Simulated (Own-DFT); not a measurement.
# Response to strain: bcc Nb, 36 atoms (Nb36)

These are calculations, not measurements. The program, named Own-DFT, is a retired in-house plane-wave density functional code that no person has reviewed. Each row is one single-point run on a periodic cell that was not relaxed, without spin or spin-orbit coupling.

Settings of every run: PBE; PseudoDojo norm-conserving scalar-relativistic files; cutoff 42 hartree; 4 x 4 x 5 k mesh centred on Gamma; cold (Marzari-Vanderbilt) smearing of 0.2 eV.

Known limits: forces on such cells failed a check on a denser k mesh; stress not checked against mesh or cutoff.

Unstrained cell vectors in Å: (9.901, 0.000, 0.000); (0.000, 9.901, 0.000); (0.000, 0.000, 6.601). The unstrained cell has measured lattice constants (interpolated for alloys), not those of this functional. That, the random moves and any unrelaxed bonds set the pressure at no strain. Each run strains this cell uniformly, with the atoms carried along. Every atom was also moved at random, by a Gaussian of width 0.05 Å on each axis. Strain is the symmetric tensor, in per cent. Stress is positive in tension, and the pressure is minus a third of its trace.

```
run  e_xx (%)  e_yy (%)  e_zz (%)  e_yz (%)  e_xz (%)  e_xy (%)  s_xx (GPa)  s_yy (GPa)  s_zz (GPa)  s_yz (GPa)  s_xz (GPa)  s_xy (GPa)  P (GPa)  E (meV/atom)
  1      0.69     -1.71     -0.03     -1.53      0.44      0.74       -3.29       -5.91       -4.19       -0.32       -0.02        0.08     4.46          17.6
  2     -0.65     -0.30      0.32      1.50     -1.42      1.17       -4.27       -3.84       -2.89        0.46       -0.33        0.16     3.67           9.7
  3     -0.57     -0.76      1.53      1.31      0.35      1.47       -3.48       -3.52       -0.84        0.40        0.35        0.46     2.61          25.3
  4     -1.86      0.30      1.48     -1.14     -0.67     -1.22       -4.90       -2.71       -1.04       -0.46       -0.03       -0.10     2.88          21.7
  5     -1.91     -1.19      0.67      0.02      0.98      1.66       -8.47       -7.82       -5.19        0.25        0.29        0.47     7.16          23.7
  6     -1.57      0.37     -1.74      1.77      1.12     -1.12       -8.94       -6.50       -9.01        0.56        0.17       -0.23     8.15          28.7
  7      1.85     -1.44     -0.13     -0.80      1.88     -1.44       -0.42       -4.07       -2.73       -0.36        0.78       -0.57     2.41          19.1
  8      1.58     -0.12     -0.77     -0.90      0.26      0.46        0.36       -1.79       -2.39       -0.06        0.06        0.13     1.27           7.8
  9      1.82      1.34     -1.08     -0.01     -0.75      0.11        2.25        1.75       -0.64        0.00       -0.22        0.06    -1.12           5.4
 10      0.70      1.72     -0.12      1.69     -0.88      1.26        1.22        2.38        0.47        0.34       -0.02        0.34    -1.36           9.1
 11     -0.48     -0.82     -0.97     -1.89      0.67      0.24       -6.85       -7.07       -6.90       -0.59        0.06        0.01     6.94          25.8
 12     -0.36     -0.46      1.96      0.44     -1.85      0.64       -1.15       -1.63        1.32        0.02       -0.54        0.04     0.49           7.1
 13     -1.77     -1.77     -0.59      1.87      1.55     -1.91      -11.27      -11.47       -9.72        0.86        0.63       -0.64    10.82          44.1
 14      1.39      0.13     -0.89      0.18      0.19     -0.81        0.11       -1.17       -2.25        0.04        0.03       -0.24     1.10           0.0
 15     -0.18      1.09      0.60     -1.48     -2.00      1.60       -1.01        0.33       -0.23       -0.73       -0.66        0.59     0.30          19.0
 16      1.35      1.70     -0.10      1.68      0.96      1.61        2.90        3.31        1.52        0.41        0.42        0.61    -2.57           7.2
 17      0.90     -0.53     -1.24      0.97     -1.30     -1.97       -2.62       -4.53       -5.26        0.40       -0.61       -0.69     4.14          14.6
 18      1.66      0.09     -1.02     -0.57     -1.79      1.06           ?           ?           ?           ?           ?           ?        ?             ?
```

E is the free energy for each atom above the lowest run shown.

## Worked fit

Each stress component was fitted by least squares to a constant and the strains of the runs shown, as fractions, with shears doubled. Shear strains stay in the fit of a normal stress only where such slopes are resolved. The slopes, in GPa:

| stress | at no strain | per e_xx | per e_yy | per e_zz | scatter |
|---|---|---|---|---|---|
| s_xx | -2.8 | 267 ± 6 | 142 ± 7 | 148 ± 7 | 0.28 |
| s_yy | -2.8 | 154 ± 6 | 256 ± 6 | 142 ± 7 | 0.27 |
| s_zz | -2.6 | 148 ± 6 | 146 ± 6 | 256 ± 7 | 0.28 |

Each shear stress against twice its own strain: yz 17 ± 1, xz 19 ± 1, xy 13 ± 1 GPa. These are stiffnesses along x, y and z of the frame in which the cell vectors are given, which need not be the crystal's axes. The atoms are held to the strained lattice; where symmetry lets them move under strain, relaxing them would lower some slopes. The table should be nearly symmetric about its diagonal, and what it lacks of that shows the noise. A ninth of its sum, 185 ± 3 GPa, estimates the bulk modulus near the mean pressure of these runs, 3.0 GPa, so it lies above the value at zero pressure.

## Withheld run

Question: what normal stresses and pressure should run 18 give?

The fit gives s_xx = 0.3, s_yy = -1.5, s_zz = -2.7 and P = 1.3 GPa. The calculation gave 0.26, -1.73, -2.84 and P = 1.44 GPa.
